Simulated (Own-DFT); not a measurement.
Simulation results for SiSnGe6 (diamond-structure random alloy, strained, atoms displaced)

A calculation, not a measurement: plane-wave density functional theory by an unreviewed code, no spin, of a simulated periodic cell, stress positive in tension, run twice, with PBE and with PBEsol, both on files made for PBE, so the change isn't that of files made for PBEsol, forces on such cells moved up to 12 meV/angstrom on a denser k mesh; the far tail of each file's local potential was reset to the Coulomb form; each entry is a single point on an unrelaxed cell, so the pressure reflects the starting lattice, mostly measured values (interpolated for alloys), from which strain is counted, and rises with the displacements; printed positions are rounded, which can move forces by about a meV/angstrom; the program, named Own-DFT, is a retired in-house code; no spin-orbit coupling; stress was not checked against mesh or cutoff. Program: Own-DFT development build.

Entry: SiSnGe6 (diamond-structure random alloy, strained, atoms displaced)

```
SiSnGe6
1.0
     11.1230     0.0000     0.0000
      0.0000    11.1230     0.0000
      0.0000     0.0000    11.4670
Ge Sn Ge Si Ge Si Ge Sn Ge Sn Ge Sn Ge Si Ge Si Ge Si Sn Ge Sn Ge Si Ge Si Ge Si
11 2 1 1 2 1 17 1 1 2 2 1 1 1 1 1 3 1 1 1 1 1 1 4 1 3 1
Direct
  0.99673 0.99738 0.99729
  0.00291 0.25579 0.24838
  0.25397 0.00378 0.25436
  0.24401 0.24679 0.00369
  0.12638 0.12265 0.12893
  0.11531 0.36618 0.38156
  0.37579 0.13659 0.37661
  0.36950 0.37871 0.12325
  0.99871 0.99786 0.49943
  0.00288 0.24402 0.75766
  0.24627 0.99721 0.75473
  0.24700 0.24757 0.49970
  0.12995 0.12128 0.62576
  0.12484 0.37856 0.86755
  0.37556 0.11803 0.86884
  0.37675 0.37164 0.61973
  0.00031 0.50447 0.00505
  0.00281 0.74906 0.25057
  0.25266 0.49565 0.24677
  0.25200 0.75008 0.00198
  0.12717 0.62176 0.12924
  0.12708 0.87214 0.37117
  0.37784 0.62383 0.38353
  0.37670 0.87173 0.13136
  0.00218 0.50106 0.49835
  0.99500 0.74732 0.74265
  0.24988 0.50168 0.74220
  0.25524 0.74860 0.50386
  0.13073 0.61446 0.63261
  0.12298 0.87665 0.87665
  0.37849 0.62716 0.87866
  0.37012 0.87212 0.62628
  0.49820 0.99071 0.00294
  0.49823 0.24132 0.24402
  0.75293 0.99045 0.24940
  0.74553 0.25099 0.00646
  0.62825 0.12504 0.12249
  0.62378 0.37687 0.37663
  0.87364 0.11670 0.37883
  0.87095 0.36998 0.13154
  0.49661 0.99598 0.48857
  0.50040 0.25265 0.74811
  0.75071 0.99365 0.74534
  0.75398 0.25695 0.49687
  0.62299 0.12982 0.62118
  0.62752 0.37505 0.87481
  0.87142 0.13121 0.86977
  0.87668 0.37401 0.62860
  0.49737 0.49319 0.99548
  0.50205 0.74862 0.25591
  0.74091 0.50318 0.24502
  0.74627 0.74950 0.00900
  0.62110 0.62223 0.12419
  0.62094 0.87450 0.37511
  0.87800 0.61791 0.37519
  0.87629 0.87057 0.12481
  0.49417 0.51080 0.50407
  0.49693 0.74581 0.74945
  0.75091 0.49154 0.74781
  0.75829 0.74631 0.49404
  0.62143 0.63736 0.62353
  0.61576 0.87596 0.86304
  0.88359 0.62637 0.87576
  0.87288 0.86738 0.62955
```

- functional: PBE, then PBEsol
- potential files: PseudoDojo norm-conserving, scalar-relativistic, standard set
- wave cutoff: 49 hartree
- occupations: Fermi-Dirac
- smearing width: 0.1 eV
- k mesh: 3 x 3 x 3 centred on Gamma
- PBE pressure: 10.5 GPa
- PBE stress xx: -11.14 GPa
- PBE stress yy: -11.08 GPa
- PBE stress zz: -9.27 GPa
- PBE stress yz: 0.87 GPa
- PBE stress xz: -0.04 GPa
- PBE stress xy: 0.56 GPa
- PBEsol pressure: 7.38 GPa
- PBEsol stress xx: -8.02 GPa
- PBEsol stress yy: -7.96 GPa
- PBEsol stress zz: -6.14 GPa
- PBEsol stress yz: 0.85 GPa
- PBEsol stress xz: -0.06 GPa
- PBEsol stress xy: 0.54 GPa
- rms change of force components from PBE to PBEsol: 0.049 eV/Å

Force:
| force element | PBE force x (eV/Å) | PBE force y (eV/Å) | PBE force z (eV/Å) | PBEsol force x (eV/Å) | PBEsol force y (eV/Å) | PBEsol force z (eV/Å) |
| --- | --- | --- | --- | --- | --- | --- |
| Ge | -0.15 | 0.806 | 0.339 | -0.139 | 0.773 | 0.326 |
| Ge | -0.097 | -1.005 | -0.384 | -0.092 | -0.972 | -0.366 |
| Ge | 0.038 | -0.171 | -0.025 | 0.029 | -0.163 | -0.025 |
| Ge | 0.715 | 0.014 | -1.397 | 0.668 | 0.04 | -1.317 |
| Ge | -0.589 | -0.223 | -0.262 | -0.562 | -0.195 | -0.251 |
| Ge | 0.075 | 2.19 | -1.811 | 0.061 | 2.12 | -1.761 |
| Ge | 1.206 | -2.334 | -1.649 | 1.174 | -2.284 | -1.618 |
| Ge | 0.677 | -1.37 | -0.395 | 0.65 | -1.326 | -0.38 |
| Ge | 0.542 | -2.963 | 1.218 | 0.559 | -2.841 | 1.146 |
| Ge | -0.58 | 1.43 | -0.509 | -0.57 | 1.398 | -0.488 |
| Ge | 1.61 | -0.991 | 0.941 | 1.524 | -0.999 | 0.876 |
| Sn | 1.347 | 2.071 | -1.019 | 1.322 | 2.022 | -1.002 |
| Sn | -2.479 | -1.724 | 1.744 | -2.42 | -1.684 | 1.706 |
| Ge | 0.103 | 0.066 | 1.346 | 0.092 | 0.052 | 1.302 |
| Si | -0.789 | -0.289 | 2.018 | -0.781 | -0.291 | 1.978 |
| Ge | -0.283 | 2.659 | 0.094 | -0.277 | 2.597 | 0.091 |
| Ge | 0.034 | -1.07 | -0.288 | 0.037 | -1.025 | -0.29 |
| Si | -0.399 | -0.537 | 0.291 | -0.356 | -0.488 | 0.247 |
| Ge | -0.637 | 0.407 | 1.859 | -0.614 | 0.394 | 1.778 |
| Ge | -0.414 | 0.068 | 0.14 | -0.395 | 0.063 | 0.134 |
| Ge | -0.077 | 0.693 | 0 | -0.042 | 0.631 | -0.041 |
| Ge | -0.086 | -0.14 | 0.512 | -0.045 | -0.088 | 0.533 |
| Ge | -0.801 | 0.714 | -1.945 | -0.791 | 0.665 | -1.828 |
| Ge | -0.058 | -0.204 | 0.389 | -0.084 | -0.161 | 0.333 |
| Ge | -0.396 | 0.064 | 0.696 | -0.34 | 0.003 | 0.717 |
| Ge | 1.117 | 0.028 | 0.655 | 1.122 | -0.029 | 0.694 |
| Ge | 1.829 | -1.274 | 1.825 | 1.75 | -1.236 | 1.756 |
| Ge | -1.322 | -0.348 | -0.315 | -1.259 | -0.341 | -0.302 |
| Ge | -1.453 | 2.064 | -1.997 | -1.401 | 1.994 | -1.933 |
| Ge | -0.181 | -1.021 | -0.183 | -0.169 | -0.977 | -0.178 |
| Ge | -0.773 | -0.617 | -0.463 | -0.744 | -0.591 | -0.448 |
| Ge | 0.685 | 0.699 | 0.173 | 0.656 | 0.656 | 0.161 |
| Ge | -0.011 | 1.05 | -0.712 | 0.015 | 0.987 | -0.668 |
| Ge | -0.333 | 0.726 | -0.585 | -0.327 | 0.703 | -0.555 |
| Ge | -1.372 | -0.155 | -0.967 | -1.33 | -0.148 | -0.938 |
| Sn | 0.708 | 0.567 | -1.883 | 0.731 | 0.507 | -1.777 |
| Ge | -1.785 | -2.935 | 1.719 | -1.739 | -2.845 | 1.681 |
| Sn | -2.297 | -1.588 | 1.65 | -2.281 | -1.5 | 1.554 |
| Sn | -0.394 | 1.781 | -0.985 | -0.337 | 1.686 | -0.998 |
| Ge | 2.409 | 1.113 | -0.376 | 2.34 | 1.077 | -0.358 |
| Ge | -0.282 | 0.832 | 1.615 | -0.268 | 0.814 | 1.558 |
| Sn | -0.079 | -0.35 | 1.337 | -0.08 | -0.347 | 1.196 |
| Ge | -0.173 | 0.795 | -0.208 | -0.214 | 0.81 | -0.158 |
| Si | 0.009 | -0.747 | 2.175 | 0.01 | -0.734 | 2.141 |
| Ge | 1.682 | -1.542 | -1.831 | 1.605 | -1.517 | -1.745 |
| Si | -0.242 | 1.511 | -0.07 | -0.236 | 1.491 | -0.069 |
| Ge | 0.144 | -1.942 | 0.114 | 0.159 | -1.885 | 0.108 |
| Ge | 0.432 | -0.705 | -0.67 | 0.44 | -0.647 | -0.611 |
| Ge | -0.327 | -0.597 | -0.864 | -0.357 | -0.536 | -0.799 |
| Si | -1.25 | 0.422 | 0.65 | -1.23 | 0.42 | 0.643 |
| Sn | 4.715 | -0.849 | 1.991 | 4.563 | -0.887 | 1.901 |
| Ge | 1.113 | 1.34 | -3.074 | 1.096 | 1.298 | -2.973 |
| Sn | -3.638 | 2.545 | -2.373 | -3.499 | 2.444 | -2.363 |
| Ge | 1.144 | -1.048 | -0.283 | 1.106 | -0.945 | -0.273 |
| Si | 0.674 | 1.601 | 0.098 | 0.669 | 1.486 | 0.089 |
| Ge | 0.514 | -0.222 | 0.199 | 0.448 | -0.183 | 0.159 |
| Ge | 0.636 | -0.739 | 1.13 | 0.598 | -0.711 | 1.089 |
| Ge | -0.435 | 0.534 | -0.17 | -0.413 | 0.524 | -0.166 |
| Ge | -0.459 | 1.577 | 0.556 | -0.394 | 1.547 | 0.505 |
| Si | -0.329 | 0.431 | 0.426 | -0.404 | 0.43 | 0.417 |
| Ge | 1.414 | -1.101 | -0.307 | 1.309 | -1.098 | -0.268 |
| Ge | 1.042 | -0.234 | 1.517 | 1.002 | -0.228 | 1.473 |
| Ge | -1.514 | -0.152 | 0.23 | -1.454 | -0.15 | 0.226 |
| Si | -0.131 | 0.391 | -1.648 | -0.094 | 0.423 | -1.567 |
